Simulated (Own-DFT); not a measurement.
# Energy and forces against displacement in 2H SiC, 32 atoms (C16Si16)

Calculated results; nothing here was measured. The program, named Own-DFT, is a retired in-house plane-wave density functional code that no person has reviewed. Each row is one single-point run on a periodic cell that was not relaxed, without spin or spin-orbit coupling.

Settings of every run: PBE; PseudoDojo norm-conserving scalar-relativistic files; cutoff 42 hartree; 5 x 5 x 3 k mesh centred on Gamma; Fermi-Dirac smearing of 0.1 eV.

Known limits: forces on such cells passed a denser k mesh, each cell not checked; stress not checked against mesh or cutoff.

Cell vectors in Å: (6.165, 0.000, 0.000); (-3.083, 5.339, 0.000); (0.000, 0.000, 10.068). In each run every atom was moved at random and independently from its ideal site; u is the rms move along one axis. E is the free energy for each atom above the fitted value at u = 0, and F the rms of the force components.

| run | u (Å) | E (meV/atom) | F (eV/Å) | largest force (eV/Å) | P (GPa) |
|---|---|---|---|---|---|
| 1 | 0.0253 | 20.3 | 0.703 | 2.22 | 3.54 |
| 2 | 0.0297 | 29.1 | 0.850 | 2.75 | 3.76 |
| 3 | 0.0314 | 31.7 | 0.867 | 3.01 | 4.04 |
| 4 | 0.0586 | 125.7 | 1.754 | 5.52 | 6.32 |
| 5 | 0.0723 | ? | ? | ? | ? |
| 6 | 0.0933 | 260.7 | 2.426 | 9.94 | 8.01 |
| 7 | 0.1169 | 546.7 | 4.152 | 14.64 | 16.79 |

## Worked fit

For small independent moves the energy grows as E = (3/2) K u², with K the mean stiffness felt by one atom. The runs with u up to 0.11 Å give K = 21.8 ± 1.5 eV/Å², with residuals divided by u² + 0.0006 Å², since the noise grows with the moves. The scatter is 7.6 meV/atom at u = 0.05 Å. The forces follow F = G u with G = 28.0 eV/Å²; no force at u = 0 is resolved. G exceeds K because the moves of its neighbours add to the force on an atom, and stiffness differs between atoms. The pressure follows P = 3.52 + 551 u² GPa: at fixed volume, shortened bonds push harder than stretched ones pull.

## Withheld run

Question: what energy and rms force should run 5 give?

The fit gives 171 ± 19 meV/atom and about 2.02 eV/Å. The calculation gave 219.1 meV/atom and 2.554 eV/Å. This run lies off the fit, by chance or by something that the fit leaves out.
